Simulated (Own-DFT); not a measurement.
HfO$_{2}$ (monoclinic hafnia, atoms displaced) (calculated)

All values are calculated (Own-DFT development build). A calculation, not a measurement: plane-wave PBE density functional theory by an unreviewed code, no spin, of a simulated periodic cell, stress positive in tension, free energy of the whole cell less one offset for each atom, hafnium file: forces about 75 meV/angstrom off all-electron values; oxygen file: force components 24 meV/angstrom off all-electron in one glass; forces on such cells passed a denser k mesh, this cell's mesh not checked; offsets are fitted by least squares, one for each functional and potential file, so energies compare only between cells with the same atoms and settings and are not formation energies; the far tail of each file's local potential was reset to the Coulomb form; each entry is a single point on an unrelaxed cell, so the pressure reflects the starting lattice, mostly measured values, from which strain is counted, and rises with the displacements; printed positions are rounded, which can move forces by about a meV/angstrom; the program is a retired in-house code; no spin-orbit coupling; before rounding, a Quantum ESPRESSO 7.3.1 run of the same cell and cutoff gave forces within 1 meV/angstrom rms on each cell, which checks the program and not the settings.

Common to all runs: functional PBE; potential files PseudoDojo norm-conserving, scalar-relativistic, standard set; wave cutoff 72 hartree; occupations Fermi-Dirac; smearing width 0.1 eV; k mesh 2 x 2 x 2 centred on Gamma.

(1) HfO$_{2}$ (monoclinic hafnia, atoms displaced)

```
cell vectors (Å)
  10.2340     0.0000     0.0000
   0.0000    10.3500     0.0000
  -1.6955     0.0000    10.4453
atoms (fractions of the cell vectors)
Hf  0.12933  0.01217  0.09855
Hf  0.36431  0.26977  0.15498
Hf  0.35686  0.48234  0.39955
Hf  0.13711  0.22504  0.34252
O   0.03213  0.15209  0.17319
O   0.45805  0.42969  0.08610
O   0.46763  0.33414  0.33669
O   0.03172  0.07764  0.42120
O   0.23387  0.37113  0.23154
O   0.27461  0.13702  0.00780
O   0.27163  0.11149  0.25452
O   0.21370  0.36700  0.49432
Hf  0.14526  0.01561  0.60336
Hf  0.36719  0.26991  0.63695
Hf  0.34451  0.47905  0.88907
Hf  0.13755  0.22443  0.85398
O   0.03512  0.16138  0.65720
O   0.45418  0.40535  0.58056
O   0.47405  0.31827  0.83051
O   0.03567  0.06502  0.91432
O   0.21779  0.38515  0.75043
O   0.26254  0.13514  0.49892
O   0.27506  0.11787  0.74740
O   0.24347  0.37718  0.98747
Hf  0.14033  0.52906  0.10481
Hf  0.36707  0.78653  0.15145
Hf  0.36077  0.97988  0.40324
Hf  0.11847  0.72700  0.35875
O   0.03454  0.64585  0.17635
O   0.45920  0.91670  0.07493
O   0.47449  0.83249  0.34246
O   0.03002  0.57352  0.40657
O   0.24013  0.88592  0.22641
O   0.27416  0.63073  0.00587
O   0.26790  0.61318  0.26695
O   0.22759  0.86400  0.49771
Hf  0.13546  0.53380  0.60980
Hf  0.36346  0.78103  0.63844
Hf  0.37152  0.98487  0.89646
Hf  0.14229  0.73705  0.84223
O   0.04216  0.66972  0.67380
O   0.45729  0.92374  0.58307
O   0.46580  0.83386  0.83354
O   0.03828  0.57725  0.91270
O   0.22818  0.86759  0.74904
O   0.26685  0.62331  0.50172
O   0.28503  0.62498  0.75911
O   0.23497  0.86470  0.99278
Hf  0.63736  0.02999  0.11554
Hf  0.85653  0.25864  0.14557
Hf  0.86888  0.49647  0.40023
Hf  0.63847  0.22756  0.34775
O   0.54465  0.15374  0.17728
O   0.97222  0.41096  0.07880
O   0.96876  0.34873  0.33537
O   0.52512  0.08052  0.41742
O   0.72771  0.38264  0.25232
O   0.78720  0.11374  0.01332
O   0.77037  0.12505  0.23929
O   0.72307  0.37329  0.49521
Hf  0.63455  0.03178  0.59413
Hf  0.84808  0.26565  0.64477
Hf  0.86802  0.47184  0.90013
Hf  0.64009  0.24483  0.84324
O   0.53125  0.16597  0.66398
O   0.97215  0.42129  0.57010
O   0.96809  0.33061  0.82066
O   0.54833  0.08026  0.91752
O   0.72485  0.37828  0.74568
O   0.78867  0.12461  0.51434
O   0.76160  0.11892  0.75907
O   0.73953  0.35278  0.00029
Hf  0.63576  0.51738  0.09110
Hf  0.86427  0.77056  0.15013
Hf  0.85036  0.98050  0.39698
Hf  0.63350  0.75604  0.36166
O   0.54365  0.65665  0.17644
O   0.96520  0.91757  0.07536
O   0.96356  0.83106  0.32196
O   0.53859  0.58329  0.42718
O   0.73368  0.87725  0.23659
O   0.76220  0.61584  0.00023
O   0.77162  0.63332  0.26680
O   0.73302  0.87089  0.51672
Hf  0.63441  0.51455  0.60792
Hf  0.84812  0.75467  0.63305
Hf  0.85164  0.98286  0.88601
Hf  0.63229  0.74051  0.86435
O   0.53684  0.67172  0.67449
O   0.96029  0.90601  0.57409
O   0.95088  0.85142  0.81857
O   0.54157  0.58069  0.92680
O   0.71753  0.89346  0.74355
O   0.78004  0.62455  0.50542
O   0.77471  0.61521  0.75643
O   0.72933  0.86480  0.98696
```

Results for HfO$_{2}$ (monoclinic hafnia, atoms displaced): free energy of cell above offsets -81.830 eV; pressure 9.49 GPa; stress xx -11.71 GPa; stress yy -9.46 GPa; stress zz -7.29 GPa; stress yz -0.68 GPa; stress xz 0.13 GPa; stress xy 0.93 GPa.

Force:
```csv
element,x (eV/Å),y (eV/Å),z (eV/Å)
Hf,1.464,0.811,-1.12
Hf,0.452,1.125,-2.393
Hf,0.113,-0.178,-0.778
Hf,-1.96,1.587,1.538
O,-0.711,1.259,0.088
O,0.381,-1.922,-0.006
O,0.853,-1.376,-0.372
O,-0.762,-0.665,-0.703
O,-1.427,0.506,1.077
O,0.199,-0.636,-0.109
O,0.925,0.789,0.738
O,1.307,0.456,-0.895
Hf,-3.103,1.149,-0.137
Hf,-4.876,-2.028,1.856
Hf,3.802,1.459,1.516
Hf,-0.003,-0.014,-0.898
O,-0.843,0.552,1.298
O,3.53,4.167,-0.726
O,-3.419,2.444,-0.577
O,1.384,2.261,-0.279
O,0.42,-0.568,-1.625
O,1.621,-1.593,0.418
O,0.171,-0.442,1.257
O,-3.347,-2.499,0.937
Hf,1.807,-2.881,-1.699
Hf,0.693,-5.437,-2.204
Hf,-2.168,0.744,-1.941
Hf,3.836,-1.689,-0.884
O,-2.767,3.822,0.83
O,2.478,1.74,0.801
O,-4.229,2.528,-0.884
O,3.789,3.133,1.603
O,-1.97,-0.472,3.202
O,0.039,0.472,0.32
O,0.347,1.223,-0.37
O,-0.654,0.544,-1.785
Hf,1.479,-4.683,-0.979
Hf,0.233,-4.263,2.92
Hf,-0.583,0.316,0.037
Hf,-1.814,-0.681,3.531
O,-2.037,1.511,-0.903
O,1.579,1.614,-0.517
O,-1.093,0.628,-0.655
O,-0.279,0.396,0.337
O,0.809,2.587,-2.223
O,0.156,1.298,1.524
O,-0.676,0.256,-0.723
O,-0.833,0.92,-0.893
Hf,3.143,-5.357,-6.831
Hf,2.703,2.919,0.359
Hf,-4.136,-4.508,-2.302
Hf,0.409,3.907,1.027
O,-4.83,4.442,1.493
O,0.113,-0.216,-0.47
O,1.108,-2.925,-1.813
O,1.93,0.63,-0.102
O,-0.574,-1.308,-1.075
O,-0.806,1.178,0.579
O,0.5,-1.217,4.84
O,-0.516,-1.369,0.768
Hf,0.115,-2.177,3.636
Hf,4.337,1.713,0.071
Hf,0.962,1.501,0.604
Hf,0.157,-3.412,3.143
O,0.519,0.15,-0.549
O,-1.341,-0.393,1.805
O,-0.558,-0.643,-0.008
O,-0.818,-0.14,0.814
O,0.128,0.349,-0.79
O,-1.724,-0.279,-1.985
O,1.223,1.897,-1.877
O,-1.332,0.816,-1.405
Hf,-0.962,-0.094,3.665
Hf,-0.533,-1.934,-2.598
Hf,4.58,0.141,1.391
Hf,4.169,-7.692,-1.098
O,-1.679,2.75,0.665
O,-0.887,-1.85,0.855
O,-0.865,1.493,0.619
O,-0.575,0.252,0.54
O,-2.014,1.73,1.646
O,2.929,1.316,0.894
O,1.364,0.328,-0.556
O,-2.245,1.04,-4.462
Hf,-0.351,1.833,-0.865
Hf,1.926,1.985,5.518
Hf,-0.366,-0.666,1.216
Hf,1.457,-2.364,-1.824
O,-0.269,-0.183,-0.907
O,1.195,0.248,-1.033
O,2.843,-3.658,-0.74
O,-2.104,-0.193,-2.258
O,-1.328,-1.379,-1.386
O,-1.327,0.659,0.854
O,0.112,0.177,-0.328
O,-0.096,0.232,1.711
```

(2) HfO$_{2}$ (monoclinic hafnia, atoms displaced)

```
cell vectors (Å)
  10.2340     0.0000     0.0000
   0.0000    10.3500     0.0000
  -1.6955     0.0000    10.4453
atoms (fractions of the cell vectors)
Hf  0.14350  0.01696  0.10229
Hf  0.36757  0.26992  0.14959
Hf  0.35559  0.48641  0.39482
Hf  0.13677  0.22701  0.36188
O   0.03448  0.16596  0.17957
O   0.46219  0.41431  0.07475
O   0.47340  0.33544  0.32282
O   0.04031  0.08965  0.42869
O   0.22869  0.38426  0.23915
O   0.27393  0.12215  0.01120
O   0.27352  0.11780  0.25552
O   0.22401  0.37300  0.48266
Hf  0.14212  0.02789  0.60594
Hf  0.35619  0.26351  0.64831
Hf  0.35564  0.48224  0.89789
Hf  0.13671  0.23396  0.84810
O   0.03043  0.17049  0.67416
O   0.46175  0.41369  0.58113
O   0.46937  0.33432  0.82048
O   0.03425  0.09082  0.91663
O   0.23294  0.38367  0.74476
O   0.27190  0.13801  0.51436
O   0.27686  0.12272  0.75303
O   0.22272  0.36968  0.99541
Hf  0.13721  0.52764  0.10456
Hf  0.36266  0.77422  0.14807
Hf  0.35325  0.98221  0.39486
Hf  0.13295  0.72963  0.35111
O   0.03660  0.67261  0.17766
O   0.45935  0.91815  0.07227
O   0.46694  0.83717  0.32449
O   0.03678  0.58271  0.41568
O   0.22848  0.87468  0.23297
O   0.27342  0.63143  0.00681
O   0.27438  0.62206  0.26356
O   0.22168  0.87623  0.49391
Hf  0.13663  0.51881  0.61031
Hf  0.36472  0.77114  0.64410
Hf  0.36641  0.98557  0.89689
Hf  0.13644  0.73401  0.85703
O   0.03641  0.66478  0.67272
O   0.46278  0.91424  0.57988
O   0.45787  0.82786  0.82893
O   0.03828  0.58446  0.91559
O   0.21691  0.88624  0.73882
O   0.27619  0.61912  0.51535
O   0.27520  0.62722  0.75854
O   0.22613  0.87159  0.99368
Hf  0.63499  0.02315  0.09958
Hf  0.86293  0.26673  0.14444
Hf  0.86531  0.47351  0.39630
Hf  0.65155  0.23297  0.35336
O   0.53307  0.16911  0.18898
O   0.96679  0.41773  0.07664
O   0.95565  0.33626  0.32610
O   0.54113  0.08220  0.41537
O   0.72494  0.37392  0.24887
O   0.78237  0.13054  0.01046
O   0.76856  0.11733  0.25597
O   0.72669  0.38211  0.49820
Hf  0.64191  0.02260  0.60981
Hf  0.86741  0.26572  0.63565
Hf  0.86525  0.48940  0.89547
Hf  0.63687  0.24208  0.85649
O   0.53945  0.17971  0.67149
O   0.96621  0.41324  0.57666
O   0.96441  0.33503  0.81237
O   0.53586  0.09069  0.91708
O   0.71983  0.38359  0.73715
O   0.77995  0.11925  0.50859
O   0.77570  0.12300  0.75889
O   0.72072  0.35990  0.99328
Hf  0.64175  0.51882  0.10701
Hf  0.86182  0.77730  0.13643
Hf  0.86205  0.97804  0.38957
Hf  0.63551  0.71616  0.35087
O   0.53609  0.65276  0.17861
O   0.96363  0.91946  0.07622
O   0.96600  0.83591  0.33035
O   0.54346  0.58002  0.42454
O   0.71801  0.87986  0.23186
O   0.78407  0.63129  0.00453
O   0.77356  0.61333  0.26148
O   0.71474  0.87523  0.47892
Hf  0.64274  0.52611  0.60372
Hf  0.87200  0.77656  0.64404
Hf  0.86293  0.97162  0.89927
Hf  0.64252  0.72712  0.85623
O   0.53488  0.66837  0.66286
O   0.96650  0.92137  0.57264
O   0.95421  0.83199  0.83032
O   0.52847  0.57643  0.92353
O   0.72206  0.87522  0.74315
O   0.77553  0.62043  0.50899
O   0.78569  0.62318  0.76165
O   0.72749  0.87319  0.99032
```

It finds free energy of cell above offsets -92.772 eV; pressure 5.39 GPa; stress xx -4.59 GPa; stress yy -5.88 GPa; stress zz -5.7 GPa; stress yz 0.24 GPa; stress xz 0.16 GPa; stress xy 0.11 GPa.

Force:
```csv
element,x (eV/Å),y (eV/Å),z (eV/Å)
Hf,-0.589,1.805,-0.217
Hf,-0.742,0.976,0.55
Hf,1.94,-2.569,1.079
Hf,0.558,1.946,-2.232
O,0.223,-0.578,-0.437
O,0.853,0.33,0.076
O,-0.971,0.977,0.7
O,-1.451,-0.894,-0.366
O,-0.416,-0.068,-0.031
O,0.687,0.563,-0.449
O,-0.401,-0.06,1.072
O,-0.993,-0.165,0.837
Hf,-0.787,-1.294,0.306
Hf,3.565,3.379,-0.573
Hf,0.972,-0.904,-0.161
Hf,-0.833,0.087,1.572
O,2.331,-1.581,-0.689
O,0.133,0.786,-0.795
O,-1.73,1.063,1.41
O,-0.293,-1.117,0.755
O,-1.169,-0.263,-0.535
O,0.466,-1.716,-1.426
O,-0.495,-0.069,1.298
O,-0.222,0.111,-0.971
Hf,0.552,-1.936,0.45
Hf,0.988,-0.816,-0.057
Hf,3.296,-0.189,0.319
Hf,0.598,-0.195,1.678
O,-0.477,-0.164,-1.57
O,1.156,0.212,0.45
O,-0.624,-0.237,-0.142
O,-0.151,-0.123,0.738
O,-1.034,0.556,0.994
O,-0.101,0.176,0.676
O,0.032,0.936,-0.824
O,0.044,-0.47,-1.057
Hf,1.097,0.093,-1.19
Hf,-0.652,-0.46,0.454
Hf,-0.618,-0.772,-0.876
Hf,1.604,0.33,-0.904
O,-0.568,0.785,0.088
O,0.529,1.322,-0.38
O,0.888,0.078,0.368
O,-0.265,-0.131,0.638
O,0.13,-0.434,0.617
O,-0.14,1.452,-0.277
O,-0.58,-0.254,0.766
O,-0.611,-0.237,-0.666
Hf,-0.204,0.867,1.118
Hf,0.377,0.284,-0.096
Hf,-1.164,2.035,0.612
Hf,-3.123,-0.507,1.778
O,1.253,-1.911,-2.626
O,-0.225,0.339,-0.148
O,2.172,-2.102,-0.018
O,-1.348,-0.489,1.223
O,0.168,0.889,-1.879
O,-0.662,-1.053,0.267
O,1.34,0.03,-0.177
O,0.458,-2.169,-1.39
Hf,-1.111,0.628,-1.411
Hf,-3.292,1.046,1.698
Hf,0.034,-3.006,-1.159
Hf,1.166,-1.149,-2.382
O,0.01,-1.805,-0.855
O,1.195,0.629,-0.348
O,-0.065,1.12,1.518
O,-0.528,-1.041,0.916
O,0.737,0.042,1.051
O,0.408,1.124,-0.005
O,0.19,-0.696,0.173
O,0.813,2.689,1.221
Hf,-0.888,-1.371,-0.454
Hf,-0.855,-0.69,2.435
Hf,-1.584,0.193,0.671
Hf,0.748,2.21,1.069
O,-1.165,0.93,-0.888
O,0.701,-0.165,0.371
O,-0.118,-0.142,-0.994
O,-1.883,-0.451,-0.499
O,1.03,-0.526,-0.4
O,-0.964,0.044,0.714
O,0.764,0.534,-0.949
O,1.296,-0.725,0.857
Hf,-1.158,-2.133,0.651
Hf,-1.749,-0.786,-1.126
Hf,-0.662,4.236,-1.448
Hf,-1.586,-0.087,-1.581
O,0.16,0.699,1.498
O,-0.209,-0.404,0.544
O,2.114,-1.337,-0.361
O,2.169,1.587,0.064
O,0.014,0.106,-0.373
O,1.208,2.222,0.508
O,-0.773,0.675,-0.136
O,-0.939,-0.678,-0.323
```

(3) HfO$_{2}$ (monoclinic hafnia, atoms displaced)

```
cell vectors (Å)
  10.2340     0.0000     0.0000
   0.0000    10.3500     0.0000
  -1.6955     0.0000    10.4453
atoms (fractions of the cell vectors)
Hf  0.14105  0.01726  0.10752
Hf  0.36296  0.27358  0.15075
Hf  0.36483  0.47941  0.40182
Hf  0.14603  0.23376  0.35186
O   0.03895  0.16795  0.18000
O   0.45969  0.41501  0.06293
O   0.45338  0.33160  0.31871
O   0.04152  0.08181  0.42487
O   0.22492  0.38169  0.23974
O   0.26699  0.12444  0.00466
O   0.28286  0.11972  0.26899
O   0.22356  0.36603  0.48792
Hf  0.13995  0.02072  0.60379
Hf  0.36091  0.27278  0.65113
Hf  0.34791  0.48017  0.89001
Hf  0.13365  0.23120  0.85676
O   0.03579  0.17266  0.66652
O   0.46044  0.40998  0.57857
O   0.45740  0.32660  0.81557
O   0.04398  0.08695  0.91506
O   0.22738  0.37693  0.73648
O   0.28051  0.13465  0.51037
O   0.27133  0.11581  0.75723
O   0.22896  0.36854  0.99886
Hf  0.14087  0.52413  0.10173
Hf  0.36057  0.77067  0.14721
Hf  0.35983  0.97634  0.39821
Hf  0.13412  0.73152  0.35425
O   0.03653  0.66301  0.17011
O   0.46076  0.90792  0.06932
O   0.46471  0.83298  0.32329
O   0.03209  0.58746  0.42083
O   0.22502  0.87884  0.24118
O   0.27651  0.62595  0.01078
O   0.27901  0.62876  0.26833
O   0.22008  0.87677  0.49480
Hf  0.13287  0.52936  0.59536
Hf  0.35505  0.76233  0.64586
Hf  0.36040  0.97798  0.89316
Hf  0.13586  0.72610  0.84784
O   0.04001  0.66356  0.66137
O   0.45987  0.92082  0.57916
O   0.46247  0.83093  0.83171
O   0.03104  0.58230  0.92713
O   0.22499  0.87588  0.75518
O   0.27148  0.62597  0.50198
O   0.27053  0.63062  0.76889
O   0.23026  0.87120  0.99434
Hf  0.64784  0.01423  0.10506
Hf  0.86303  0.26868  0.14924
Hf  0.87152  0.47831  0.39470
Hf  0.63543  0.22377  0.34767
O   0.53154  0.16756  0.17699
O   0.96428  0.42105  0.06897
O   0.96571  0.33220  0.32217
O   0.54225  0.08671  0.41793
O   0.72180  0.37461  0.23534
O   0.77039  0.13049  0.01374
O   0.77179  0.11781  0.26021
O   0.73234  0.37361  0.48556
Hf  0.63152  0.01836  0.60937
Hf  0.86422  0.26647  0.63873
Hf  0.87141  0.48183  0.89480
Hf  0.63808  0.23191  0.85396
O   0.53467  0.16496  0.67391
O   0.96388  0.41341  0.58126
O   0.96742  0.32742  0.82214
O   0.53779  0.09333  0.91962
O   0.71613  0.37065  0.73468
O   0.77438  0.12864  0.50202
O   0.77345  0.12486  0.75592
O   0.72507  0.37239  0.98754
Hf  0.64820  0.51848  0.10781
Hf  0.86237  0.77344  0.14643
Hf  0.85234  0.98093  0.39731
Hf  0.63615  0.73260  0.35309
O   0.53520  0.66232  0.17279
O   0.96795  0.91404  0.07563
O   0.96078  0.83751  0.31960
O   0.53692  0.58053  0.42026
O   0.72210  0.87979  0.24404
O   0.77240  0.62625  0.00373
O   0.77580  0.61998  0.26458
O   0.72500  0.87248  0.48939
Hf  0.64682  0.51949  0.60507
Hf  0.86079  0.76658  0.63661
Hf  0.85737  0.97539  0.89709
Hf  0.63699  0.73037  0.85524
O   0.54130  0.66081  0.67615
O   0.96021  0.91534  0.57643
O   0.96094  0.83448  0.82199
O   0.54309  0.57908  0.92414
O   0.72655  0.88238  0.73704
O   0.77432  0.62619  0.50035
O   0.77285  0.62969  0.75874
O   0.72889  0.86830  0.98789
```

It finds free energy of cell above offsets -93.053 eV; pressure 5.86 GPa; stress xx -6.21 GPa; stress yy -5.44 GPa; stress zz -5.93 GPa; stress yz -0.06 GPa; stress xz -0.19 GPa; stress xy -0.04 GPa.

Force:
```csv
element,x (eV/Å),y (eV/Å),z (eV/Å)
Hf,0.446,1.221,-0.94
Hf,0.228,-0.406,-2.356
Hf,0.333,-0.757,-0.958
Hf,-0.411,-1.341,1.209
O,-0.099,-0.742,-1.424
O,0.832,-0.059,1.095
O,1.559,0.626,1.943
O,-0.73,-0.068,-0.379
O,-0.77,0.573,0.002
O,1.048,0.358,1.531
O,-0.345,-0.128,-1.081
O,-0.416,1.563,0.152
Hf,-0.648,1.409,0.158
Hf,-0.253,-1.647,-1.814
Hf,3.343,-1.508,1.752
Hf,1.967,-0.402,-0.832
O,0.508,-0.863,-0.136
O,1.596,1.827,-0.789
O,0.549,1.57,2.705
O,-3.061,-2.439,1.071
O,-1.494,1.876,0.351
O,-0.21,-1.348,-0.172
O,0.056,0.118,0.068
O,-1.159,0.432,-1.584
Hf,0.224,-1.221,1.261
Hf,0.74,-0.58,-0.576
Hf,0.723,1.466,-0.116
Hf,0.662,0.612,-1.21
O,-0.804,0.999,0.638
O,2.021,1.185,0.833
O,-0.138,0.638,0.788
O,0.392,0.228,0.025
O,-0.476,-0.012,0.501
O,-0.445,0.25,-0.34
O,-0.461,-0.463,-0.564
O,0.252,-1.637,-0.263
Hf,1.201,-4.44,0.526
Hf,1.93,1.534,1.038
Hf,0.144,1.12,0.944
Hf,-1.148,2.346,2.406
O,-1.817,2.033,1.244
O,-0.539,-1.364,0.295
O,0.582,-0.505,-1.169
O,1.882,1.564,-1.181
O,-0.212,-0.257,-2.283
O,0.02,1.089,1.699
O,1.273,-1.175,-2.034
O,-1.41,-0.837,-0.307
Hf,-3.141,1.649,-0.87
Hf,0.294,0.629,-1.199
Hf,-2.53,-1.077,-0.418
Hf,-0.105,1.9,0.852
O,0.999,-1.514,-1.235
O,-0.062,-1.035,1.249
O,0.035,0.508,0.595
O,-1.97,-2.086,0.94
O,0.59,0.036,0.271
O,1.179,-0.742,0.071
O,0.702,0.024,-0.713
O,-0.598,-0.269,-0.217
Hf,0.779,1.633,-0.592
Hf,-1.305,-0.543,0.578
Hf,-2.752,-1.699,-0.622
Hf,-0.08,0.711,-0.453
O,0.037,-0.518,-0.474
O,1.465,1.923,-0.9
O,-1.518,1.713,0.496
O,-1.197,-2.183,1.01
O,1.025,1.518,-0.408
O,0.253,-0.116,0.809
O,0.444,-0.944,0.887
O,0.5,-0.113,0.251
Hf,-2.14,-0.042,-1.773
Hf,0.365,-1.414,-0.206
Hf,2.023,0.684,0.62
Hf,-0.316,-1.582,-0.338
O,0.075,0.28,0.138
O,-0.287,0.174,-0.228
O,0.477,-0.246,0.584
O,-0.151,0.135,0.551
O,0.137,-0.316,-0.782
O,1.033,0.801,1.242
O,0.647,0.267,-0.817
O,-0.649,-0.68,0.031
Hf,-1.022,-1.142,-0.345
Hf,-0.755,1.129,0.891
Hf,1.86,1.54,-1.676
Hf,-0.791,-1.54,-0.095
O,-1.99,0.919,-0.868
O,0.71,-0.016,0.018
O,0.595,-0.653,0.069
O,-1.204,0.187,-0.8
O,-0.359,-0.438,0.283
O,0.436,0.663,1.39
O,1.327,-1.084,-0.447
O,-0.533,0.529,0.919
```
